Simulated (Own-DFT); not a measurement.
# Shaking the atoms of 6H (3C twinned every three layers) SiC, 48 atoms (C24Si24)

These are calculations, not measurements. They come from Own-DFT, an in-house plane-wave density functional program, since retired, whose code no person has reviewed. Each row is one single-point run on a periodic cell that was not relaxed, without spin or spin-orbit coupling.

Settings of every run: PBE; PseudoDojo norm-conserving scalar-relativistic files; cutoff 42 hartree; 5 x 5 x 2 k mesh centred on Gamma; Fermi-Dirac smearing of 0.1 eV.

Known limits, some of them of some rows only: some atoms lie very close together; forces on such cells passed a denser k mesh, each cell not checked; stress not checked against mesh or cutoff.

Cell vectors in Å: (4.360, -4.360, 0.000); (0.000, 4.360, -4.360); (8.719, 8.719, 8.719). In each run every atom was moved at random and independently from its ideal site; u is the rms move along one axis. E is the free energy for each atom above the fitted value at u = 0, and F the rms of the force components.

```
run,u (Å),E (meV/atom),F (eV/Å),largest force (eV/Å),P (GPa)
1,0.0290,28.5,0.838,2.70,3.70
2,0.0305,?,?,?,?
3,0.0317,37.8,0.956,4.45,3.83
4,0.0552,110.7,1.633,7.07,5.70
5,0.0650,170.8,2.196,8.63,6.89
6,0.0696,163.2,1.960,6.06,6.79
7,0.1027,358.5,3.024,11.96,10.65
8,0.1092,435.6,3.769,20.69,12.72
```

## Worked fit

For small independent moves the energy grows as E = (3/2) K u², with K the mean stiffness felt by one atom. The runs with u up to 0.11 Å give K = 24.1 ± 0.9 eV/Å², with residuals divided by u² + 0.0006 Å², since the noise grows with the moves. The scatter is 7.0 meV/atom at u = 0.05 Å. The forces follow F = G u with G = 30.7 eV/Å²; no force at u = 0 is resolved. G exceeds K because the moves of its neighbours add to the force on an atom, and stiffness differs between atoms. The pressure follows P = 3.21 + 763 u² GPa: at fixed volume, shortened bonds push harder than stretched ones pull.

## Withheld run

Question: what energy and rms force should run 2 give?

The fit gives 33 ± 4 meV/atom and about 0.94 eV/Å. The calculation gave 33.7 meV/atom and 0.907 eV/Å.
